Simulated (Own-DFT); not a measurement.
# Point defects and the pressure they add: D0_22 TiAl3

The numbers are computed, not measured, by runs of the plane-wave DFT program Own-DFT (in-house, retired, unreviewed) at fixed positions, with no spin and no spin-orbit coupling.

Settings: PBE; PseudoDojo norm-conserving scalar-relativistic files; cutoff 42 hartree; 4 x 4 x 4 k mesh centred on Gamma; cold (Marzari-Vanderbilt) smearing of 0.2 eV.

Keep in mind: forces on such cells failed a check on a denser k mesh; stress not checked against mesh or cutoff.

All runs share one cell, with vectors in Å (-2.365, -6.981, 4.326); (-7.667, 3.491, 1.442); (-2.950, -3.488, -7.241) and a volume of 625.4 Å³. u is the rms random offset of the atoms per axis. The defect's site can differ from row to row.

```
cell,formula,u (Å),P (GPa)
no defect,Al30Ti10,0.0194,1.96
no defect,Al30Ti10,0.0214,2.00
no defect,Al30Ti10,0.0458,2.48
two Ti on an Al site each,Al28Ti12,0.0269,3.28
two Ti on an Al site each,Al28Ti12,0.0271,3.31
two Ti on an Al site each,Al28Ti12,0.0473,3.54
two Ti on an Al site each,Al28Ti12,0.0494,?
two Al on a Ti site each,Al32Ti8,0.0296,2.90
two Al on a Ti site each,Al32Ti8,0.0316,2.90
two Al on a Ti site each,Al32Ti8,0.0472,3.36
two Al vacancies,Al28Ti10,0.0286,1.09
two Al vacancies,Al28Ti10,0.0481,1.61
two Al vacancies,Al28Ti10,0.0483,1.80
```

## Analysis

P = P0 + c u² + a shift for each defect gives P0 = 1.85 GPa, c = 300 ± 41 GPa/Å² and a scatter of 0.10 GPa. The shifts, and each times the cell's volume:

- two Ti on an Al site each: 1.15 ± 0.08 GPa, 4.5 eV (2.2 eV for each of its 2 sites)
- two Al on a Ti site each: 0.79 ± 0.08 GPa, 3.1 eV (1.5 eV for each of its 2 sites)
- two Al vacancies: -0.90 ± 0.09 GPa, -3.5 eV (-1.8 eV for each of its 2 sites)

Positive is outwards. The product with the volume (160.2 GPa Å³ to the eV) is nearly free of the cell's size; divided by the bulk modulus at the cell's pressure it gives the volume that the defect adds. The atoms around the defects weren't relaxed, which would change these numbers.

## Withheld run

Question: what pressure belongs in the blank (two Ti on an Al site each, u = 0.0494 Å)?

From the fit: 3.74 ± 0.13 GPa. Computed: 3.55 GPa.
